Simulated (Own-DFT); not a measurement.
# Point defects and the pressure they add: zincblende GaAs

The numbers are computed, not measured, by runs of the plane-wave DFT program Own-DFT (in-house, retired, unreviewed) at fixed positions, with no spin and no spin-orbit coupling.

All runs used: PBE; PseudoDojo norm-conserving scalar-relativistic files; cutoff 42 hartree; 3 x 3 x 3 k mesh centred on Gamma; Fermi-Dirac smearing of 0.1 eV.

Caveats (not all hold for every row): not probed for a lower state with spin; forces not confirmed at this smearing and k mesh; stress not checked against mesh or cutoff.

All runs share one cell, with vectors in Å (10.862, 0.000, 0.000); (0.000, 10.862, 0.000); (0.000, 0.000, 11.796) and a volume of 1391.7 Å³, strained against the parent crystal. The atoms are randomly displaced, by u rms on each axis. The defect's site can differ from row to row.

```
cell,formula,u (Å),P (GPa)
no defect,As32Ga32,0.0299,6.70
no defect,As32Ga32,0.0299,6.67
no defect,As32Ga32,0.0517,6.99
one P on an As site,As31Ga32P,0.0294,6.36
one P on an As site,As31Ga32P,0.0510,6.74
one P on an As site,As31Ga32P,0.0527,6.79
one In on a Ga site,As32Ga31In,0.0278,7.36
one In on a Ga site,As32Ga31In,0.0290,?
one In on a Ga site,As32Ga31In,0.0307,7.42
one In on a Ga site,As32Ga31In,0.0320,7.50
one As vacancy and one Ga vacancy,As31Ga31,0.0293,5.90
one As vacancy and one Ga vacancy,As31Ga31,0.0514,6.43
one As vacancy and one Ga vacancy,As31Ga31,0.0527,6.34
one Al on a Ga site,AlAs32Ga31,0.0291,6.60
one Al on a Ga site,AlAs32Ga31,0.0483,6.93
one Al on a Ga site,AlAs32Ga31,0.0513,7.06
```

## What the rows give

P = P0 + c u² + a shift for each defect gives P0 = 6.45 GPa, c = 225 ± 17 GPa/Å² and a scatter of 0.05 GPa. The shifts, and each times the cell's volume:

- one In on a Ga site: 0.77 ± 0.04 GPa, 6.7 eV
- one Al on a Ga site: -0.03 ± 0.04 GPa, -0.2 eV (not resolved)
- one P on an As site: -0.29 ± 0.04 GPa, -2.5 eV
- one As vacancy and one Ga vacancy: -0.70 ± 0.04 GPa, -6.1 eV

Against the defect-free cell, a freed cell would be larger where the shift is positive and smaller where it is negative (160.2 GPa Å³ is 1 eV). The atoms around the defects weren't relaxed, which would change these numbers.

## The run left out

Question: what pressure belongs in the blank (one In on a Ga site, u = 0.0290 Å)?

The fit gives 7.41 ± 0.06 GPa. Computed: 7.40 GPa.
